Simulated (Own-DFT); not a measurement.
# How strain changes the stress of wurtzite GaN, 72 atoms (Ga36N36)

Calculated, not measured: single-point runs of Own-DFT, a retired in-house plane-wave DFT program that no person has reviewed, on unrelaxed cells, without spin or spin-orbit coupling.

Method: PBE; PseudoDojo norm-conserving scalar-relativistic files; cutoff 42 hartree; 4 x 4 x 3 k mesh centred on Gamma; Fermi-Dirac smearing of 0.1 eV.

Limits: forces not confirmed at this smearing and k mesh; stress not checked against mesh or cutoff.

Unstrained cell vectors in Å: (9.567, 0.000, 0.000); (-4.783, 8.285, 0.000); (0.000, 0.000, 10.370). The unstrained cell has measured lattice constants (interpolated for alloys), not those of this functional. That, the random moves and any unrelaxed bonds set the pressure at no strain. Each run strains this cell uniformly, with the atoms carried along. Each atom got a random Gaussian move of width 0.05 Å along each axis. Strains are tensor components in per cent; tension counts as positive stress, and P is minus the mean normal stress.

| run | e_xx (%) | e_yy (%) | e_zz (%) | e_yz (%) | e_xz (%) | e_xy (%) | s_xx (GPa) | s_yy (GPa) | s_zz (GPa) | s_yz (GPa) | s_xz (GPa) | s_xy (GPa) | P (GPa) | E (meV/atom) |
|---|---|---|---|---|---|---|---|---|---|---|---|---|---|---|
| 1 | 1.33 | 0.08 | 0.71 | 0.64 | 0.05 | -0.21 | -0.84 | -4.95 | -3.10 | 1.28 | -0.07 | -0.57 | 2.96 | 0.0 |
| 2 | -0.43 | 1.92 | 1.92 | -0.43 | 0.04 | -1.78 | -4.21 | -0.02 | 1.32 | -0.98 | -0.35 | -3.62 | 0.97 | 5.6 |
| 3 | -0.18 | 0.20 | -1.22 | 1.06 | 0.71 | -1.76 | -10.37 | -7.25 | -13.10 | 2.39 | 2.35 | -5.23 | 10.24 | 37.7 |
| 4 | -1.09 | -0.70 | 0.78 | -1.64 | -0.27 | -1.09 | -13.26 | -9.72 | -5.81 | -3.40 | -0.74 | -3.66 | 9.59 | 27.7 |
| 5 | 1.54 | 0.18 | -1.04 | -1.59 | 0.84 | 0.98 | -1.86 | -6.99 | -10.74 | -4.06 | 1.95 | 2.68 | 6.53 | 30.1 |
| 6 | -1.63 | -1.64 | 0.35 | 0.14 | 1.12 | -0.04 | -17.22 | -15.96 | -9.24 | 0.66 | 2.11 | -1.57 | 14.14 | 51.6 |
| 7 | -0.97 | 1.13 | -0.49 | 0.34 | -0.60 | 0.21 | -12.39 | -2.85 | -9.08 | 0.86 | -0.49 | 0.88 | 8.10 | 16.4 |
| 8 | -1.91 | 1.74 | -1.40 | -0.70 | 0.75 | 0.73 | -16.52 | -3.07 | -15.49 | -1.78 | 0.76 | 2.18 | 11.69 | 53.9 |
| 9 | -1.97 | 0.62 | -1.63 | 1.40 | 1.78 | 1.82 | -18.34 | -10.02 | -17.79 | 3.32 | 5.35 | 5.25 | 15.39 | 89.1 |
| 10 | -1.14 | 1.37 | -0.55 | -0.90 | -1.83 | -0.43 | -10.48 | -3.81 | -12.58 | -2.13 | -2.99 | -0.68 | 8.95 | 46.4 |
| 11 | 1.87 | -1.75 | -1.19 | -0.18 | 0.49 | -0.48 | -1.56 | -14.64 | -13.38 | -0.51 | 1.33 | -0.79 | 9.86 | 31.4 |
| 12 | 0.86 | 1.55 | -0.24 | 0.43 | -0.48 | 1.37 | -3.82 | -0.32 | -7.67 | 1.15 | -1.28 | 4.18 | 3.94 | 24.6 |
| 13 | -0.34 | 0.22 | -1.37 | 1.72 | -0.53 | 1.86 | -8.67 | -8.87 | -15.44 | 4.33 | -1.42 | 3.55 | 11.00 | 41.7 |
| 14 | -1.07 | 0.92 | 1.82 | 0.97 | -0.40 | -1.61 | -10.04 | -3.63 | 0.44 | 1.80 | -0.49 | -5.53 | 4.41 | 15.1 |
| 15 | -0.79 | 1.24 | 0.77 | -0.11 | 1.96 | 0.09 | -9.05 | -1.75 | -4.78 | -0.78 | 3.13 | -0.02 | 5.19 | 21.6 |
| 16 | -1.15 | 0.05 | -0.56 | 1.74 | 0.61 | 1.33 | -15.10 | -8.11 | -12.55 | 3.83 | 1.98 | 3.37 | 11.92 | 58.0 |
| 17 | 0.47 | 0.19 | 1.38 | -0.42 | 1.63 | 1.10 | ? | ? | ? | ? | ? | ? | ? | ? |

The last column gives the free energy per atom over the lowest of the runs shown.

## Worked fit

Least squares on the runs shown: each stress against a constant and the strains, taken as fractions with shears doubled. Shear strains stay in the fit of a normal stress only where such slopes are resolved. The slopes, in GPa:

| stress | at no strain | per e_xx | per e_yy | per e_zz | scatter |
|---|---|---|---|---|---|
| s_xx | -7.8 | 471 ± 24 | 119 ± 27 | 111 ± 26 | 1.12 |
| s_yy | -7.6 | 90 ± 23 | 409 ± 25 | 89 ± 24 | 1.04 |
| s_zz | -8.1 | 108 ± 18 | 62 ± 20 | 477 ± 18 | 0.81 |

The slope of each shear stress on twice its own strain, from a fit on all six strains: yz 115 ± 3, xz 98 ± 10, xy 130 ± 10 GPa. These are stiffnesses along x, y and z of the frame in which the cell vectors are given, with the crystal's c axis along z: C11, C12, C13 and C33. Hexagonal symmetry asks that xx and yy behave alike, which is a second check on the noise. No internal relaxation is included, and where it is allowed it would reduce some of the slopes. Slopes across the diagonal should nearly agree, so their difference gauges the noise. A ninth of the table's sum, 215 ± 6 GPa, estimates the bulk modulus near the mean pressure of these runs, 8.4 GPa, so it lies above the value at zero pressure.

## Check

Q: what normal stresses and pressure should run 17 give?

From the fit: s_xx = -3.8, s_yy = -5.2, s_zz = -0.9 and P = 3.3 GPa. The calculation gave -4.40, -4.70, -1.73 and P = 3.61 GPa.
